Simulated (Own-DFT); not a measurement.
# Computed records: AlGa3N4 (wurtzite random alloy, atoms displaced)

All values are calculated (Own-DFT development build). A calculation, not a measurement: plane-wave PBE density functional theory by an unreviewed code, no spin, of a simulated periodic cell, stress positive in tension, free energy of the whole cell less one offset for each atom, forces on such cells passed a denser k mesh, this cell's mesh not checked; offsets are fitted by least squares, one for each functional and potential file, so energies compare only between cells with the same atoms and settings and are not formation energies; the far tail of each file's local potential was reset to the Coulomb form; each entry is a single point on an unrelaxed cell, so the pressure reflects the starting lattice, mostly measured values, from which strain is counted, and rises with the displacements; printed positions are rounded, which can move forces by about a meV/angstrom; the program is a retired in-house code; no spin-orbit coupling.

```xyz
72
Lattice="9.5092 0.0000 0.0000 -4.7546 8.2353 0.0000 0.0000 0.0000 10.2685" Properties=species:S:1:pos:R:3:force_x:R:1:force_y:R:1:force_z:R:1 formula=AlGa3N4 functional=PBE potential_files=PseudoDojo_norm-conserving,scalar-relativistic,standard_set_with_the_stringent_files_for_Ga wave_cutoff=96 occupations=Gaussian smearing_width=0.01 k_mesh=4_x_4_x_3_centred_on_Gamma free_energy_of_cell_above_offsets=-0.580 pressure=10.4 stress_xx=-7.36 stress_yy=-14.27 stress_zz=-9.58 stress_yz=-1.07 stress_xz=-0.59 stress_xy=-2.45
Al     0.0912     1.8061     0.1831     -1.501      0.117     -4.735
Ga     1.6918     0.9285     2.6727     -2.995      -2.16      0.648
N     -0.0412     1.8648     1.9373       0.58     -0.862      2.014
N      1.6299     0.8781     4.6396     -0.162      0.967     -1.251
Ga     0.0226     1.8179     5.1614     -0.126     -0.631     -1.573
Ga     1.6493     0.8530     7.7029     -0.867      3.505     -0.082
N     -0.1391     1.9713     6.9263      1.399     -0.685      3.609
N      1.6137     0.8848     9.6284      -1.63      0.151      0.202
Ga    -1.7339     4.5622    10.2390      4.799      1.597      1.674
Ga     0.0878     3.6753     2.5404     -1.408      0.363       0.08
N     -1.5290     4.6753     1.9430     -0.414     -4.587      -0.93
N      0.0324     3.6165     4.5192     -3.235     -0.906     -1.951
Ga    -1.5928     4.5740     5.2406     -0.631     -0.402     -3.877
Ga     0.0372     3.8030     7.6979     -2.376     -2.334      1.521
N     -1.5863     4.7081     6.9926     -0.956     -3.522      3.193
N     -0.1087     3.6249     9.6835       1.39     -0.468      0.243
Ga    -3.1644     7.2723     0.0651      0.472      1.027      1.076
Al    -1.5493     6.2304     2.5690     -0.934      5.778      1.364
N     -3.0365     7.3842     1.9744     -1.133      -1.76      0.534
N     -1.5570     6.3534     4.4711      0.719      0.512       0.13
Ga    -3.1584     7.2900     5.1229      1.548      0.065     -0.127
Ga    -1.6037     6.3607     7.6269      1.261      2.988      2.152
N     -3.1501     7.4119     7.0846      0.946     -1.649     -1.176
N     -1.6513     6.3601     9.7415      1.285      1.005     -1.846
Ga     3.0936     1.8097    10.1977      2.213     -0.943      1.607
Al     4.7478     0.8478     2.5703      0.006      0.842       0.15
N      3.1528     1.6605     1.9866      2.478      2.781     -1.038
N      4.7752     0.8536     4.6940     -0.858      5.004     -4.619
Ga     3.2090     1.8399     5.1823     -0.438      0.268     -1.525
Ga     4.7713     0.9485     7.7675       0.68     -1.456      0.273
N      3.2472     1.8473     6.9965     -1.109     -0.737      2.997
N      4.8717     0.7403     9.7750     -0.592      6.199     -1.271
Ga     1.5656     4.6552     0.0486     -0.969     -0.062     -1.582
Ga     3.0324     3.5510     2.5300       2.85     -0.206      1.202
N      1.6761     4.5953     1.9260     -1.871      1.308      1.213
N      3.1880     3.6939     4.5448     -1.529      -0.79      -0.65
Ga     1.3903     4.4614     5.1507      5.039      2.445      1.512
Ga     3.0979     3.5860     7.7177      1.525      1.073      0.516
N      1.5977     4.5753     7.1978      0.353      -0.68     -2.273
N      3.1995     3.6079     9.7307     -0.615       0.84     -1.069
Al    -0.1424     7.3824     0.0165      1.071     -4.381      0.925
Al     1.5237     6.4435     2.6300      0.499     -0.452     -1.861
N     -0.0649     7.3408     1.9563      1.199     -0.886      0.922
N      1.6571     6.3706     4.5353     -1.923     -0.878     -1.634
Ga     0.1111     7.4583     5.0321     -1.245     -6.833      3.022
Ga     1.6613     6.3578     7.5653     -1.844      0.642      3.337
N      0.1091     7.3200     7.2120     -2.205      0.158     -1.852
N      1.4801     6.4869     9.7514      1.649     -0.689      -0.56
Al     6.3134     1.9924     0.0874      0.658     -3.159     -1.409
Ga     7.8641     0.8984     2.6285      0.958      0.085     -0.404
N      6.3560     1.9734     1.9751     -1.085     -3.601     -0.823
N      7.8468     0.9654     4.6485      1.433     -1.181     -2.669
Ga     6.2923     1.8648     5.0422      0.066       0.21      2.095
Ga     7.9249     0.8449     7.6832     -0.435      1.545     -3.799
N      6.2924     1.7825     7.0098      0.547      1.548      1.059
N      7.9329     0.8395     9.3950      0.592      0.437      8.123
Ga     4.7335     4.6269    10.2530     -0.042     -1.032      0.899
Ga     6.3386     3.6680     2.5546      0.014      2.919      1.534
N      4.6839     4.6184     2.0041      0.434     -3.671     -1.855
N      6.2792     3.6222     4.5246     -0.173      2.021     -0.104
Al     4.6530     4.5010     5.2352      1.827      1.574     -1.651
Al     6.2459     3.5420     7.7055      0.487      1.386      -0.65
N      4.6974     4.5736     7.0276      1.032     -0.122      2.234
N      6.3715     3.7280     9.7024     -4.061     -3.037     -2.559
Al     3.2438     7.2417     0.0191     -1.756      1.303     -3.192
Ga     4.5722     6.2609     2.6010      2.484      3.635      1.225
N      3.1858     7.2684     1.7907     -1.521       0.94       3.37
N      4.8649     6.4402     4.5312     -3.122     -1.932     -0.243
Ga     3.1269     7.3214     5.0199       2.48      0.163      2.155
Ga     4.8447     6.6361     7.7297     -2.588     -2.876     -0.519
N      3.0726     7.2850     7.0522      3.782      0.915     -1.392
N      4.8771     6.3596     9.6289     -2.408      1.252     -0.055
```

Units: wave_cutoff in hartree; smearing_width, free_energy_of_cell_above_offsets in eV; pressure, stress_xx, stress_yy, stress_zz, stress_yz, stress_xz, stress_xy in GPa; force_x, force_y, force_z in eV/Å.
